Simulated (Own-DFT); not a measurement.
Simulation results for GaP (zincblende, strained, atoms displaced)

Computed with Own-DFT development build. A calculation, not a measurement: plane-wave PBE density functional theory by an unreviewed code, no spin, of a simulated periodic cell, stress positive in tension, free energy of the whole cell less one offset for each atom, forces on such cells passed a denser k mesh, this cell's mesh not checked; offsets are fitted by least squares, one for each functional and potential file, so energies compare only between cells with the same atoms and settings and are not formation energies; the far tail of each file's local potential was reset to the Coulomb form; each entry is a single point on an unrelaxed cell, so the pressure reflects the starting lattice, mostly measured values (interpolated for alloys), from which strain is counted, and rises with the displacements; printed positions are rounded, which can move forces by about a meV/angstrom; the program, named Own-DFT, is a retired in-house code; no spin-orbit coupling.

```cif
# cell vector a (Å): 10.8620 0.0000 0.0000
# cell vector b (Å): 0.0000 10.8620 0.0000
# cell vector c (Å): 0.0000 0.0000 10.9361
data_GaP
_symmetry_space_group_name_H-M 'P 1'
_symmetry_Int_Tables_number 1
_cell_length_a 10.8620
_cell_length_b 10.8620
_cell_length_c 10.9361
_cell_angle_alpha 90.000
_cell_angle_beta 90.000
_cell_angle_gamma 90.000
_cell_volume 1290.27
loop_
_atom_site_label
_atom_site_type_symbol
_atom_site_fract_x
_atom_site_fract_y
_atom_site_fract_z
_atom_site_occupancy
Ga1 Ga 0.99850 0.99672 0.99805 1
Ga2 Ga 0.00400 0.24862 0.25347 1
Ga3 Ga 0.25140 0.99971 0.25376 1
Ga4 Ga 0.24499 0.25440 0.00497 1
P1 P 0.12480 0.12189 0.12511 1
P2 P 0.12403 0.37843 0.37826 1
P3 P 0.37474 0.12621 0.38093 1
P4 P 0.37436 0.37186 0.12396 1
Ga5 Ga 0.00047 0.00215 0.49882 1
Ga6 Ga 0.99806 0.25331 0.74761 1
Ga7 Ga 0.24825 0.00244 0.74610 1
Ga8 Ga 0.25249 0.25400 0.50383 1
P5 P 0.12471 0.12219 0.62371 1
P6 P 0.12601 0.37651 0.87509 1
P7 P 0.37187 0.12772 0.87515 1
P8 P 0.37274 0.37001 0.63398 1
Ga9 Ga 0.00313 0.49760 0.00589 1
Ga10 Ga 0.99882 0.74784 0.24981 1
Ga11 Ga 0.24971 0.50381 0.25154 1
Ga12 Ga 0.25546 0.74874 0.00144 1
P9 P 0.12605 0.62204 0.12525 1
P10 P 0.12386 0.87565 0.37497 1
P11 P 0.37741 0.62632 0.37961 1
P12 P 0.37701 0.87949 0.12922 1
Ga13 Ga 0.99863 0.49843 0.50108 1
Ga14 Ga 0.00162 0.75083 0.74558 1
Ga15 Ga 0.24993 0.50264 0.74987 1
Ga16 Ga 0.24888 0.74852 0.49894 1
P13 P 0.12110 0.62660 0.62570 1
P14 P 0.12371 0.87750 0.86966 1
P15 P 0.37656 0.62357 0.87924 1
P16 P 0.37406 0.87628 0.62419 1
Ga17 Ga 0.50435 0.99994 0.99846 1
Ga18 Ga 0.49960 0.25110 0.25341 1
Ga19 Ga 0.75132 0.00052 0.25190 1
Ga20 Ga 0.75518 0.24855 0.00247 1
P17 P 0.62524 0.11887 0.12946 1
P18 P 0.62788 0.37981 0.37538 1
P19 P 0.87717 0.12617 0.37176 1
P20 P 0.87608 0.38110 0.12139 1
Ga21 Ga 0.50083 0.00417 0.50125 1
Ga22 Ga 0.50418 0.24683 0.75088 1
Ga23 Ga 0.74927 0.99640 0.74859 1
Ga24 Ga 0.74958 0.25040 0.49992 1
P21 P 0.62603 0.13084 0.62744 1
P22 P 0.62581 0.37620 0.87682 1
P23 P 0.87296 0.12275 0.87405 1
P24 P 0.87640 0.37481 0.62106 1
Ga25 Ga 0.49863 0.50221 0.99772 1
Ga26 Ga 0.49784 0.75043 0.24797 1
Ga27 Ga 0.74943 0.49820 0.24906 1
Ga28 Ga 0.75118 0.74687 0.99736 1
P25 P 0.62507 0.61959 0.12720 1
P26 P 0.62687 0.87465 0.37863 1
P27 P 0.86966 0.62260 0.37245 1
P28 P 0.87642 0.87516 0.12754 1
Ga29 Ga 0.50216 0.50569 0.50347 1
Ga30 Ga 0.50251 0.74656 0.75533 1
Ga31 Ga 0.75435 0.49781 0.74679 1
Ga32 Ga 0.75200 0.74519 0.50140 1
P29 P 0.62555 0.62001 0.62627 1
P30 P 0.62469 0.87331 0.87305 1
P31 P 0.87217 0.62626 0.87854 1
P32 P 0.87588 0.87396 0.62686 1
_calc_functional 'PBE'
_calc_potential_files 'PseudoDojo norm-conserving, scalar-relativistic, standard set'
_calc_wave_cutoff 42  # hartree
_calc_occupations 'Fermi-Dirac'
_calc_smearing_width 0.1  # eV
_calc_hardware 'one NVIDIA H100'
_calc_k_mesh '3 x 3 x 3 centred on Gamma'
_calc_free_energy_of_cell_above_offsets '-35.115'  # eV
_calc_pressure 3.17  # GPa
_calc_stress_xx -3.38  # GPa
_calc_stress_yy -3.31  # GPa
_calc_stress_zz -2.84  # GPa
_calc_stress_yz -0.27  # GPa
_calc_stress_xz -0.03  # GPa
_calc_stress_xy 0.19  # GPa
_calc_wall_time 506.7  # s
```

Force:
| element | x (eV/Å) | y (eV/Å) | z (eV/Å) |
| --- | --- | --- | --- |
| Ga | 0.089 | 0.158 | 0.057 |
| Ga | -0.145 | 0.483 | -0.595 |
| Ga | -0.117 | 0.28 | 0.003 |
| Ga | 0.211 | -0.574 | -0.426 |
| P | -0.047 | 0.07 | 0.087 |
| P | 0.439 | -0.272 | -0.193 |
| P | -0.073 | 0.219 | -0.457 |
| P | 0.161 | 0.655 | 0.437 |
| Ga | -0.242 | -0.263 | 0.041 |
| Ga | 0.28 | -0.509 | 0.276 |
| Ga | 0.386 | -0.154 | 0.391 |
| Ga | -0.479 | -0.245 | -0.11 |
| P | -0.202 | 0.818 | -0.06 |
| P | -0.355 | 0.041 | -0.076 |
| P | 0.191 | -0.236 | 0.254 |
| P | 0.638 | 0.866 | -0.657 |
| Ga | -0.074 | 0.48 | -1.033 |
| Ga | 0.122 | 0.01 | 0.091 |
| Ga | 0.404 | -0.472 | 0.141 |
| Ga | -0.618 | 0.621 | 0.038 |
| P | 0.127 | 0.688 | 0.073 |
| P | -0.021 | -0.318 | -0.018 |
| P | -0.242 | -0.053 | -0.492 |
| P | -0.092 | -0.288 | -0.575 |
| Ga | -0.064 | 0.527 | -0.305 |
| Ga | -0.442 | -0.06 | 0.904 |
| Ga | -0.1 | -0.014 | 0.161 |
| Ga | -0.038 | 0.349 | 0.22 |
| P | 0.508 | -0.395 | -0.327 |
| P | 0.468 | -0.506 | 0.575 |
| P | -0.314 | 0.231 | -0.628 |
| P | 0.325 | -0.378 | 0.243 |
| Ga | -0.57 | 0.167 | -0.107 |
| Ga | 0.126 | -0.155 | -0.082 |
| Ga | 0.012 | -0.431 | 0.15 |
| Ga | -0.632 | -0.02 | 0 |
| P | 0.096 | 0.924 | -0.301 |
| P | -0.508 | -0.483 | 0.229 |
| P | -0.339 | 0.018 | 0.55 |
| P | 0.023 | -1.11 | 0.957 |
| Ga | 0.215 | -0.374 | 0.206 |
| Ga | -0.401 | 0.428 | 0.76 |
| Ga | -0.053 | 0.336 | 0.002 |
| Ga | 0.14 | -0.006 | -0.349 |
| P | 0.288 | -0.862 | -0.385 |
| P | 0.249 | -0.262 | -0.137 |
| P | 0.26 | 0.177 | -0.111 |
| P | -0.185 | -0.123 | 0.276 |
| Ga | 0.325 | -0.683 | 0.539 |
| Ga | 0.521 | -0.039 | 0.387 |
| Ga | 0.118 | -0.029 | -0.162 |
| Ga | -0.406 | 0.45 | 0.776 |
| P | -0.247 | 0.74 | -0.346 |
| P | -0.13 | -0.047 | -0.137 |
| P | 0.744 | 0.043 | 0.269 |
| P | -0.322 | -0.248 | -0.377 |
| Ga | -0.545 | -1.08 | -0.018 |
| Ga | -0.409 | 0.166 | -0.72 |
| Ga | -0.205 | -0.015 | 0.598 |
| Ga | -0.27 | 0.389 | 0.097 |
| P | 0.292 | 0.721 | 0.413 |
| P | 0.225 | 0.046 | 0.359 |
| P | 1.024 | -0.507 | -0.725 |
| P | -0.119 | 0.113 | -0.649 |
